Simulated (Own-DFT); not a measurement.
# One host, several defects: D0_22 TiAl3

The numbers are computed, not measured, by runs of the plane-wave DFT program Own-DFT (in-house, retired, unreviewed) at fixed positions, with no spin and no spin-orbit coupling.

Settings: PBEsol; PseudoDojo norm-conserving scalar-relativistic files, made for PBE; cutoff 42 hartree; 4 x 4 x 4 k mesh centred on Gamma; cold (Marzari-Vanderbilt) smearing of 0.2 eV.

Known weak points: forces on such cells failed a check on a denser k mesh; stress not checked against mesh or cutoff.

All runs share one cell, with vectors in Å (-2.365, -6.981, 4.326); (-7.667, 3.491, 1.442); (-2.950, -3.488, -7.241) and a volume of 625.4 Å³. u is the rms random offset of the atoms per axis. The defect's site can differ from row to row.

| cell | formula | u (Å) | P (GPa) |
|---|---|---|---|
| no defect | Al30Ti10 | 0.0194 | 0.06 |
| no defect | Al30Ti10 | 0.0482 | 0.74 |
| no defect | Al30Ti10 | 0.0543 | 0.79 |
| two Ti on an Al site each | Al28Ti12 | 0.0281 | 0.95 |
| two Ti on an Al site each | Al28Ti12 | 0.0311 | ? |
| two Ti on an Al site each | Al28Ti12 | 0.0505 | 1.63 |
| two Ti on an Al site each | Al28Ti12 | 0.0517 | 1.83 |
| two Al vacancies | Al28Ti10 | 0.0307 | -0.70 |
| two Al vacancies | Al28Ti10 | 0.0347 | -0.64 |
| two Al vacancies | Al28Ti10 | 0.0491 | -0.21 |
| two Al on a Ti site each | Al32Ti8 | 0.0319 | 1.27 |
| two Al on a Ti site each | Al32Ti8 | 0.0333 | 1.26 |
| two Al on a Ti site each | Al32Ti8 | 0.0466 | 1.64 |

## Fit

P = P0 + c u² + a shift for each defect gives P0 = -0.13 GPa, c = 348 ± 29 GPa/Å² and a scatter of 0.08 GPa. The shifts, and each times the cell's volume:

- two Al on a Ti site each: 1.02 ± 0.07 GPa, 4.0 eV (2.0 eV for each of its 2 sites)
- two Ti on an Al site each: 0.90 ± 0.07 GPa, 3.5 eV (1.8 eV for each of its 2 sites)
- two Al vacancies: -0.92 ± 0.07 GPa, -3.6 eV (-1.8 eV for each of its 2 sites)

Positive is outwards. The product with the volume (160.2 GPa Å³ to the eV) is nearly free of the cell's size; divided by the bulk modulus at the cell's pressure it gives the volume that the defect adds. The atoms around the defects weren't relaxed, which would change these numbers.

## Test on the hidden row

Q: what pressure belongs in the blank (two Ti on an Al site each, u = 0.0311 Å)?

From the fit: 1.11 ± 0.10 GPa. The hidden result is 1.24 GPa.
